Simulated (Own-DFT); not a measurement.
# Bulk modulus against bond length in tetrahedral crystals

Source: density functional calculations with Own-DFT, an unreviewed in-house program that is no longer used. Nothing was measured or relaxed, and spin and spin-orbit coupling are left out.

Limits (not all hold for every row): forces on such cells moved up to 12 meV/angstrom on a denser k mesh; k mesh not checked against a denser one; forces on such cells passed a denser k mesh, each cell not checked; stress not checked against mesh or cutoff.

All runs are PBE with PseudoDojo norm-conserving files; cutoff and k mesh are each material's own. Every cell starts from measured lattice constants and was given uniform random strains and small random moves of its atoms. Each triple is the change of volume in per cent, the rms move u in Å and the pressure in GPa.

- 4H SiC (C36Si36), 10.36 Å³/atom unstrained: (-1.91, 0.049, 9.82); (-1.21, 0.051, 8.15); (-0.20, 0.051, 5.61); (0.29, 0.050, 4.87); (0.53, 0.045, 3.62); (0.65, 0.053, 4.25); (1.04, 0.049, 3.47)
- wurtzite AlN (Al64N64), 10.45 Å³/atom unstrained: withheld
- wurtzite GaN (Ga48N48), 11.42 Å³/atom unstrained: (-2.26, 0.053, 12.30); (-1.31, 0.048, 9.94); (-1.24, 0.048, 9.73); (-1.14, 0.047, 9.01); (1.73, 0.052, 3.84); (1.95, 0.050, 3.37); (2.51, 0.049, 2.67)
- diamond silicon (Si64), 20.02 Å³/atom unstrained: (-3.21, 0.054, 6.17); (-2.99, 0.057, 5.91); (-1.97, 0.049, 4.50); (-1.64, 0.045, 4.35); (-0.86, 0.052, 3.52); (1.15, 0.053, 1.81); (2.18, 0.051, 0.67)
- zincblende InP (In32P32), 25.27 Å³/atom unstrained: (-1.79, 0.052, 5.02); (-1.67, 0.051, 4.95); (-0.42, 0.048, 4.16); (-0.28, 0.047, 4.00); (-0.01, 0.054, 3.81); (1.25, 0.054, 2.83); (3.72, 0.046, 1.24)
- grey tin (Sn64), 34.15 Å³/atom unstrained: (-2.59, 0.047, 5.10); (-2.11, 0.051, 4.80); (-0.95, 0.049, 4.12); (-0.84, 0.048, 4.02); (-0.67, 0.053, 4.12); (0.55, 0.053, 3.43); (1.67, 0.049, 2.88)

## Working it out

Fit a line to each set against the fractional change of volume; B is minus its slope, and u is nearly the same within a set. To take it to zero pressure, assume that B rises by 4 GPa for each GPa: B0 = B - 4 x (mean pressure). The bond length of an ideal tetrahedral crystal with the unstrained volume v is d = (√3/4)(8 v)^(1/3). Cohen's empirical rule reads B0 = (1971 - 220 L) d^(-3.5) GPa, with L = 0 for group IV crystals and SiC and 1 for III-V compounds.

| material | L | d (Å) | B (GPa) | mean P (GPa) | B0 (GPa) | rule (GPa) |
|---|---|---|---|---|---|---|
| 4H SiC (C36Si36) | 0 | 1.888 | 222 ± 14 | 5.7 | 200 ± 14 | 213 |
| wurtzite AlN (Al64N64) | 1 | 1.893 | ? | ? | ? | 188 |
| wurtzite GaN (Ga48N48) | 1 | 1.950 | 198 ± 8 | 7.3 | 169 ± 8 | 169 |
| diamond silicon (Si64) | 0 | 2.352 | 99 ± 4 | 3.8 | 84 ± 4 | 99 |
| zincblende InP (In32P32) | 1 | 2.541 | 69 ± 1 | 3.7 | 55 ± 1 | 67 |
| grey tin (Sn64) | 0 | 2.810 | 51 ± 2 | 4.1 | 35 ± 2 | 53 |

A line through ln[B0/(1971 - 220 L)] against ln d has a slope of -4.4 ± 0.2 and a scatter of 7 %. Against the rule, B0 stands at 94 % for 4H SiC, 100 % for wurtzite GaN, 85 % for diamond silicon, 82 % for zincblende InP, 66 % for grey tin. PBE tends to make silicon and heavier crystals too soft, and the rule itself is only a guide.

## Withheld run

Asked: what B0 does the fitted trend give for wurtzite AlN (Al64N64)?

The line gives 186 GPa. Its own runs give B = 222 ± 6 GPa at a mean pressure of 6.5 GPa, so B0 = 195 GPa.
